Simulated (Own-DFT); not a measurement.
SiC (2H silicon carbide, atoms displaced) (calculated)

A calculation, not a measurement: plane-wave PBE density functional theory by an unreviewed code, no spin, of a simulated periodic cell, stress positive in tension, free energy of the whole cell less one offset for each atom, forces on such cells passed a denser k mesh, this cell's mesh not checked; offsets are fitted by least squares, one for each functional and potential file, so energies compare only between cells with the same atoms and settings and are not formation energies; the far tail of each file's local potential was reset to the Coulomb form; each entry is a single point on an unrelaxed cell, so the pressure reflects the starting lattice, mostly measured values (interpolated for alloys), from which strain is counted, and rises with the displacements; printed positions are rounded, which can move forces by about a meV/angstrom; the program, named Own-DFT, is a retired in-house code; no spin-orbit coupling. Program: Own-DFT development build.

Entry: SiC (2H silicon carbide, atoms displaced)

```cif
# cell vector a (Å): 6.1654 0.0000 0.0000
# cell vector b (Å): -3.0827 5.3394 0.0000
# cell vector c (Å): 0.0000 0.0000 10.0681
data_SiC
_symmetry_space_group_name_H-M 'P 1'
_symmetry_Int_Tables_number 1
_cell_length_a 6.1654
_cell_length_b 6.1654
_cell_length_c 10.0681
_cell_angle_alpha 90.000
_cell_angle_beta 90.000
_cell_angle_gamma 120.000
_cell_volume 331.44
loop_
_atom_site_label
_atom_site_type_symbol
_atom_site_fract_x
_atom_site_fract_y
_atom_site_fract_z
_atom_site_occupancy
Si1 Si 0.00718 0.00086 0.00213 1
Si2 Si 0.18036 0.35459 0.24337 1
C1 C 0.99868 0.99103 0.18927 1
C2 C 0.16212 0.33773 0.44505 1
Si3 Si 0.02136 0.99700 0.49815 1
Si4 Si 0.16199 0.33549 0.74658 1
C3 C 0.00321 0.01371 0.68487 1
C4 C 0.16324 0.32438 0.93860 1
Si5 Si 0.00958 0.51431 0.00281 1
Si6 Si 0.16005 0.83024 0.24862 1
C5 C 0.00161 0.50519 0.19764 1
C6 C 0.14840 0.85804 0.43960 1
Si7 Si 0.00113 0.51041 0.49595 1
Si8 Si 0.17298 0.84472 0.75946 1
C7 C 0.99046 0.49498 0.68150 1
C8 C 0.16542 0.83429 0.93652 1
Si9 Si 0.50208 0.00348 0.00232 1
Si10 Si 0.66183 0.33002 0.25029 1
C9 C 0.50774 0.01187 0.18026 1
C10 C 0.65360 0.33045 0.42736 1
Si11 Si 0.49162 0.99976 0.49904 1
Si12 Si 0.67234 0.32155 0.75352 1
C11 C 0.50158 0.00140 0.68545 1
C12 C 0.64047 0.32815 0.94006 1
Si13 Si 0.49971 0.49537 0.98743 1
Si14 Si 0.65108 0.81801 0.24545 1
C13 C 0.49460 0.49049 0.19048 1
C14 C 0.66978 0.84292 0.44562 1
Si15 Si 0.49684 0.50592 0.50045 1
Si16 Si 0.67659 0.83575 0.75279 1
C15 C 0.51391 0.52251 0.69015 1
C16 C 0.67792 0.84933 0.94094 1
```

* functional: PBE
* potential files: PseudoDojo norm-conserving, scalar-relativistic, standard set
* wave cutoff: 42 hartree
* occupations: Fermi-Dirac
* smearing width: 0.1 eV
* hardware: one NVIDIA H100
* k mesh: 5 x 5 x 3 centred on Gamma
* free energy of cell above offsets: -1.078 eV
* pressure: 6.71 GPa
* stress xx: -7.41 GPa
* stress yy: -5.76 GPa
* stress zz: -6.97 GPa
* stress yz: -1.86 GPa
* stress xz: 3.13 GPa
* stress xy: 4.11 GPa
* wall time: 116.9 s

Force:
```csv
element,x (eV/Å),y (eV/Å),z (eV/Å)
Si,-0.886,-0.067,0.635
Si,-0.788,-3.561,2.527
C,-1.116,1.214,-0.499
C,0.569,0.527,-1.822
Si,-11.13,5.86,3.99
Si,0.879,1.091,-0.147
C,1.408,-1.274,0.906
C,-1.031,1.573,-0.383
Si,-0.594,-2.117,0.037
Si,0.408,1.92,0.698
C,-0.31,-0.222,-2.106
C,10.79,-6.724,-4.303
Si,-1.108,-0.936,0.061
Si,-0.435,-0.787,-3.515
C,0.551,1.475,1.691
C,0.723,0.087,1.524
Si,-0.066,-0.194,-1.1
Si,0.162,0.242,-0.664
C,-0.455,-1.994,2.081
C,0.596,0.513,2.839
Si,0.575,0.729,-0.114
Si,-1.983,1.573,-1.07
C,-0.288,-0.529,1.069
C,4.714,-0.334,-0.913
Si,-2.455,2.216,2.411
Si,1.064,2.127,1.417
C,0.771,1.087,-2.386
C,-0.152,-0.665,-1.942
Si,0.371,0.31,0.199
Si,-0.691,1.392,-0.635
C,0.126,-3.134,0.058
C,-0.221,-1.4,-0.542
```
